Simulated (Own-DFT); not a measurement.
# Across the composition range of diamond-structure SiGe

These are calculations, not measurements. They come from Own-DFT, an in-house plane-wave density functional program, since retired, whose code no person has reviewed. Each row is one single-point run on a periodic cell that was not relaxed, without spin or spin-orbit coupling.

Settings of every run: PBE; PseudoDojo norm-conserving scalar-relativistic files; cutoff 42 hartree; 5 x 5 x 5 k mesh centred on Gamma; Fermi-Dirac smearing of 0.1 eV.

Known limits, some of them of some rows only: forces on such cells failed a check on a denser k mesh; forces on such cells moved up to 12 meV/angstrom on a denser k mesh; forces on such cells passed a denser k mesh, each cell not checked; stress not checked against mesh or cutoff.

Each cell has 16 atoms, with Ge and Si placed at random on their shared sites; x is the share of Ge. Lattice constants follow the straight line between measured values of the end members, and atoms start on the ideal sites of that lattice. Every atom was also moved at random, by a Gaussian of width 0.03 Å on each axis. u is the rms move along one axis. dE is the free energy for each Ge or Si site above the straight-line part, a + b x, of the fit below.

```
    x     cell   u (Å)  volume (Å³/atom)  P (GPa)  dE (meV/site)
0.125  Ge2Si14  0.0275            20.340     2.27           15.4
0.125  Ge2Si14  0.0260            20.340     2.15            7.2
0.125  Ge2Si14  0.0300            20.340     2.19            9.1
0.125  Ge2Si14  0.0250            20.340     2.15            9.3
0.250  Ge4Si12  0.0261            20.659        ?              ?
0.500   Ge8Si8  0.0285            21.306     2.86           26.7
0.500   Ge8Si8  0.0286            21.306     2.87           26.2
0.500   Ge8Si8  0.0319            21.306     2.82           29.4
0.500   Ge8Si8  0.0281            21.306     2.73           20.8
0.750  Ge12Si4  0.0356            21.966     3.37           21.1
0.750  Ge12Si4  0.0279            21.966     3.37           19.7
0.750  Ge12Si4  0.0319            21.966     3.32           19.4
0.750  Ge12Si4  0.0306            21.966     3.42           24.0
0.875  Ge14Si2  0.0284            22.302     3.64            9.1
0.875  Ge14Si2  0.0295            22.302     3.66           12.0
0.875  Ge14Si2  0.0276            22.302     3.67           14.2
0.875  Ge14Si2  0.0266            22.302     3.61            6.1
```

## Worked fit

Fit E = a + b x + W x (1 - x) + k (u² - 0.03²) to the rows shown. It gives W = 105 ± 14 meV/site and k = 8 ± 6 eV/Å², with a scatter of 3.1 meV/site. Part of W is bond strain that relaxing the atoms would remove. The pressures follow P = 2.02 + 1.29 x + 0.67 x² GPa, with a scatter of 0.05.

## Withheld member

Question: what pressure and dE should the cell at x = 0.250 give?

The fits give 2.4 GPa and 18 meV/site. The calculation gave 2.39 GPa and 20.5 meV/site.
